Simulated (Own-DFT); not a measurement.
# What random displacements cost in a stack of InAs and GaAs layers, 64 atoms (As32Ga24In8)

All numbers below are calculated, not measured. The program, named Own-DFT, is a retired in-house plane-wave density functional code that no person has reviewed. Each row is one single-point run on a periodic cell that was not relaxed, without spin or spin-orbit coupling.

Settings of every run: PBE; PseudoDojo norm-conserving scalar-relativistic files; cutoff 42 hartree; 3 x 3 x 3 k mesh centred on Gamma; Fermi-Dirac smearing of 0.1 eV.

Known limits: forces on such cells passed a denser k mesh, each cell not checked; stress not checked against mesh or cutoff.

Cell vectors in Å: (11.307, 0.000, 0.000); (0.000, 11.307, 0.000); (0.000, 0.000, 11.307). In each run every atom was moved at random and independently from its ideal site; u is the rms move along one axis. E is the free energy for each atom above the fitted value at u = 0, and F the rms of the force components.

| run | u (Å) | E (meV/atom) | F (eV/Å) | largest force (eV/Å) | P (GPa) |
|---|---|---|---|---|---|
| 1 | 0.0280 | 13.5 | 0.729 | 2.93 | 9.04 |
| 2 | 0.0293 | 15.0 | 0.734 | 3.57 | 9.07 |
| 3 | 0.0569 | ? | ? | ? | ? |
| 4 | 0.0591 | 67.6 | 1.165 | 4.19 | 9.80 |
| 5 | 0.0598 | 58.2 | 1.061 | 5.35 | 9.66 |
| 6 | 0.0977 | 171.0 | 1.651 | 5.81 | 11.16 |
| 7 | 0.1005 | 181.1 | 1.924 | 11.09 | 11.26 |
| 8 | 0.1072 | 188.1 | 1.913 | 11.48 | 11.31 |

## Worked fit

For small independent moves the energy grows as E = (3/2) K u², with K the mean stiffness felt by one atom. The runs with u up to 0.11 Å give K = 11.7 ± 0.4 eV/Å², with residuals divided by u² + 0.0006 Å², since the noise grows with the moves. The scatter is 3.1 meV/atom at u = 0.05 Å. The forces follow F² = F0² + G² u², fitted to F/u, with G = 16.9 eV/Å² and F0 = 0.55 eV/Å. F0 is the force that atoms already bear on their ideal sites. G exceeds K because the moves of its neighbours add to the force on an atom, and stiffness differs between atoms. The pressure follows P = 8.91 + 225 u² GPa: at fixed volume, shortened bonds push harder than stretched ones pull.

## Withheld run

Question: what energy and rms force should run 3 give?

The fit gives 57 ± 4 meV/atom and about 1.11 eV/Å. The calculation gave 55.0 meV/atom and 1.044 eV/Å.
